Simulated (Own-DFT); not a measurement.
# What a defect does to the pressure of its cell: zincblende GaAs

Everything here is calculated. The program is Own-DFT (plane waves, in-house, since retired, never reviewed by a person); positions were held fixed, and spin and spin-orbit coupling were off.

Settings: PBE; PseudoDojo norm-conserving scalar-relativistic files; cutoff 42 hartree; 3 x 3 x 3 k mesh centred on Gamma; Fermi-Dirac smearing of 0.1 eV.

Known weak points (not all hold for every row): not probed for a lower state with spin; forces not confirmed at this smearing and k mesh; stress not checked against mesh or cutoff.

All runs share one cell, with vectors in Å (11.737, 0.000, 0.000); (0.000, 11.737, 0.000); (0.000, 0.000, 10.919) and a volume of 1504.3 Å³, strained against the parent crystal. u is the rms random offset of the atoms per axis. The defect's site can differ from row to row.

```
                             cell     formula   u (Å)  P (GPa)
                        no defect    As32Ga32  0.0275     0.72
                        no defect    As32Ga32  0.0285     0.74
                        no defect    As32Ga32  0.0508     1.04
one As vacancy and one Ga vacancy    As31Ga31  0.0284     0.41
one As vacancy and one Ga vacancy    As31Ga31  0.0303     0.53
one As vacancy and one Ga vacancy    As31Ga31  0.0486     0.70
one As vacancy and one Ga vacancy    As31Ga31  0.0499        ?
              one In on a Ga site  As32Ga31In  0.0284     1.37
              one In on a Ga site  As32Ga31In  0.0306     1.35
              one In on a Ga site  As32Ga31In  0.0503     1.63
              one Al on a Ga site  AlAs32Ga31  0.0308     0.79
              one Al on a Ga site  AlAs32Ga31  0.0325     0.80
              one Al on a Ga site  AlAs32Ga31  0.0514     1.08
              one P on an As site   As31Ga32P  0.0298     0.52
              one P on an As site   As31Ga32P  0.0462     0.75
              one P on an As site   As31Ga32P  0.0516     0.85
```

## Working it out

P = P0 + c u² + a shift for each defect gives P0 = 0.60 GPa, c = 169 ± 9 GPa/Å² and a scatter of 0.03 GPa. The shifts, and each times the cell's volume:

- one In on a Ga site: 0.61 ± 0.02 GPa, 5.7 eV
- one Al on a Ga site: 0.03 ± 0.02 GPa, 0.2 eV (not resolved)
- one P on an As site: -0.22 ± 0.02 GPa, -2.0 eV
- one As vacancy and one Ga vacancy: -0.28 ± 0.02 GPa, -2.7 eV

Positive is outwards. The product with the volume (160.2 GPa Å³ to the eV) is nearly free of the cell's size; divided by the bulk modulus at the cell's pressure it gives the volume that the defect adds. The atoms around the defects weren't relaxed, which would change these numbers.

## Check

Asked: what pressure belongs in the blank (one As vacancy and one Ga vacancy, u = 0.0499 Å)?

From the fit: 0.74 ± 0.03 GPa. The hidden result is 0.68 GPa.
